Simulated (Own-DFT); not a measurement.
# One host, several defects: C11b WSi2

Source: density functional calculations with Own-DFT, an unreviewed in-house program that is no longer used. Nothing was measured or relaxed, and spin and spin-orbit coupling are left out.

Settings: PBE; PseudoDojo norm-conserving scalar-relativistic files; cutoff 50 hartree; 5 x 5 x 5 k mesh centred on Gamma; cold (Marzari-Vanderbilt) smearing of 0.2 eV.

Limits: forces on such cells failed a check on a denser k mesh; stress not checked against mesh or cutoff.

All runs share one cell, with vectors in Å (-2.148, -5.953, 3.409); (-6.444, 2.976, 1.136); (-2.553, -2.948, -6.757) and a volume of 403.2 Å³. u is the rms random offset of the atoms per axis. The defect's site can differ from row to row.

| cell | formula | u (Å) | P (GPa) |
|---|---|---|---|
| no defect | Si20W10 | 0.0206 | 4.69 |
| no defect | Si20W10 | 0.0472 | 5.73 |
| no defect | Si20W10 | 0.0571 | 7.15 |
| one W on a Si site | Si19W11 | 0.0290 | 10.03 |
| one W on a Si site | Si19W11 | 0.0449 | 10.76 |
| one W on a Si site | Si19W11 | 0.0583 | 12.54 |
| one Si vacancy | Si19W10 | 0.0299 | ? |
| one Si vacancy | Si19W10 | 0.0356 | 3.95 |
| one Si vacancy | Si19W10 | 0.0435 | 4.26 |
| one Si vacancy | Si19W10 | 0.0480 | 4.29 |
| one Si on a W site | Si21W9 | 0.0304 | 6.41 |
| one Si on a W site | Si21W9 | 0.0314 | 6.32 |
| one Si on a W site | Si21W9 | 0.0512 | 7.73 |
| one W vacancy | Si20W9 | 0.0286 | 3.82 |
| one W vacancy | Si20W9 | 0.0289 | 3.56 |
| one W vacancy | Si20W9 | 0.0545 | 5.16 |

## What the rows give

P = P0 + c u² + a shift for each defect gives P0 = 4.25 GPa, c = 815 ± 74 GPa/Å² and a scatter of 0.26 GPa. The shifts, and each times the cell's volume:

- one W on a Si site: 5.16 ± 0.22 GPa, 13.0 eV
- one Si on a W site: 1.34 ± 0.22 GPa, 3.4 eV
- one W vacancy: -1.32 ± 0.22 GPa, -3.3 eV
- one Si vacancy: -1.57 ± 0.22 GPa, -3.9 eV

A positive shift means that the defect pushes the cell outwards. Shift times volume (160.2 GPa Å³ is 1 eV) depends little on the cell's size, so, taken for each site, it can be compared between cells at like pressure. The atoms around the defects weren't relaxed, which would change these numbers.

## Withheld run

Q: what pressure belongs in the blank (one Si vacancy, u = 0.0299 Å)?

The fitted form gives 3.41 ± 0.31 GPa. The run itself gave 2.82 GPa.
